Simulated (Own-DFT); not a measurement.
# Misfit strain and the stress it brings: wurtzite AlGaN with randomly placed atoms, 72 atoms (Al9Ga27N36)

The numbers are computed, not measured, by runs of the plane-wave DFT program Own-DFT (in-house, retired, unreviewed) at fixed positions, with no spin and no spin-orbit coupling.

Common settings: PBE; PseudoDojo norm-conserving scalar-relativistic files (stringent for Ga); cutoff 96 hartree; 4 x 4 x 3 k mesh centred on Gamma; Gaussian smearing of 0.01 eV.

Limits: forces on such cells passed a denser k mesh, each cell not checked; stress not checked against mesh or cutoff.

Unstrained cell vectors in Å: (9.509, 0.000, 0.000); (-4.755, 8.235, 0.000); (0.000, 0.000, 10.268). The unstrained cell has measured lattice constants (interpolated for alloys), not those of this functional. That, the random moves and any unrelaxed bonds set the pressure at no strain. Each run strains x and y alike by e, as a substrate would, and holds the height along z. Random moves of width 0.05 Å per axis were added to every atom. The random placing of the alloy's atoms differs from row to row. Stress is positive in tension.

```
e (%),u (Å),(s_xx + s_yy)/2 (GPa),s_zz (GPa)
-2.25,0.051,-20.94,-10.70
-1.75,0.047,-16.62,-10.45
-1.50,0.048,-15.73,-9.00
-0.75,0.051,-11.72,-7.61
-0.25,0.052,-7.53,-9.72
0.50,0.050,-4.54,-8.57
0.75,0.051,-3.53,-5.21
1.00,0.051,-1.64,-7.03
1.75,0.053,?,?
2.75,0.047,6.09,-2.60
```

## Worked fit

With e as a fraction, the in-plane stress is -7.0 + 543 e - 2600 e² GPa (errors 13 and 779, scatter 0.56), and s_zz is -7.6 + 148 e GPa (slope ± 28, scatter 1.27). At e = 0 the first slope is C11 + C12 and the second 2 C13, both with the ions held to the strained lattice and at the cell's own pressure. The term in e² is negative: the layer stiffens under compression and softens under tension. A free layer would change its height as e changes, and the in-plane slope would drop by 2 C13²/C33 to the biaxial modulus. At fixed height, a misfit of 1 % moves the in-plane stress by about 5.4 GPa and s_zz by 1.5 GPa.

## The run left out

Question: what are the two stresses at e = 1.75 %?

From the fit: 1.7 and -5.0 GPa. Computed: 2.19 and -7.97 GPa.
